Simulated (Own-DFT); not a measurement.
# PBE against PBEsol on the same cells

These are calculations, not measurements. They come from Own-DFT, an in-house plane-wave density functional program, since retired, whose code no person has reviewed. Each row is one single-point run on a periodic cell that was not relaxed, without spin or spin-orbit coupling.

Known limits, some of them of some rows only: not probed for a lower state with spin; hafnium file: forces about 75 meV/angstrom off all-electron values; oxygen file: force components 24 meV/angstrom off all-electron in a glass; forces on such cells failed a check on a denser k mesh; forces on such cells moved up to 12 meV/angstrom on a denser k mesh; forces on such cells passed a denser k mesh, each cell not checked; stress not checked against mesh or cutoff.

Each cell was run twice at the same cutoff, k mesh and smearing, with PBE and with PBEsol, on PseudoDojo norm-conserving files made for PBE. Atoms were moved at random from their sites; u is the rms move along one axis. Files made for PBEsol would give a somewhat different change.

| cell | atoms | volume (Å³/atom) | u (Å) | cutoff (hartree) | P with PBE (GPa) | P with PBEsol (GPa) | change (GPa) |
|---|---|---|---|---|---|---|---|
| D0_22 TiAl3 with one Ti vacancy (Al30Ti9) | 39 | 16.04 | 0.053 | 42 | 2.31 | 0.53 | -1.79 |
| D0_22 TiAl3 with one Ti vacancy (Al30Ti9) | 39 | 16.04 | 0.079 | 42 | 3.24 | 1.45 | -1.79 |
| D0_22 TiAl3 with one Ti vacancy (Al30Ti9) | 39 | 16.04 | 0.023 | 42 | 1.78 | -0.01 | -1.79 |
| diamond-structure SiGe in clusters (Ge48Si16) | 64 | 21.97 | 0.029 | 42 | 3.37 | 0.66 | -2.71 |
| diamond-structure SiGe in clusters (Ge48Si16) | 64 | 21.97 | 0.029 | 42 | 3.35 | 0.64 | -2.71 |
| diamond-structure SiGe in clusters (Ge48Si16) | 64 | 21.97 | 0.028 | 42 | 3.35 | 0.64 | -2.71 |
| diamond-structure SiGeSn with randomly placed atoms (Ge44Si16Sn4) | 64 | 22.58 | 0.031 | 49 | 3.98 | 1.31 | -2.67 |
| diamond-structure SiGeSn with randomly placed atoms (Ge44Si16Sn4) | 64 | 22.81 | 0.054 | 49 | 3.47 | 0.85 | -2.62 |
| diamond-structure SiGeSn with randomly placed atoms (Ge44Si16Sn4) | 64 | 22.58 | 0.031 | 49 | 3.90 | 1.23 | -2.67 |
| monoclinic HfO2 (Hf32O64) | 96 | 11.52 | 0.078 | 72 | 8.53 | 2.06 | -6.48 |
| monoclinic HfO2 (Hf32O64) | 96 | 11.52 | 0.048 | 72 | 5.73 | -0.73 | -6.46 |
| monoclinic HfO2 (Hf32O64) | 96 | 11.52 | 0.020 | 72 | 3.77 | ? | ? |

## Worked reading

Mean change of pressure by composition, in GPa: HfO2, -6.47; Ge3Si, -2.71; Ge11Si4Sn, -2.65; Al10Ti3, -1.79. At a fixed cell PBEsol gives the lower pressure, because it favours a smaller volume than PBE. Here the change varies more between materials than between cells of one material.

## Withheld value

Question: what PBEsol pressure should the Hf32O64 cell with the blank give?

Adding the mean change of the cells with its composition, -6.47 GPa, to 3.77 gives -2.7 GPa. The calculation gave -2.69 GPa.
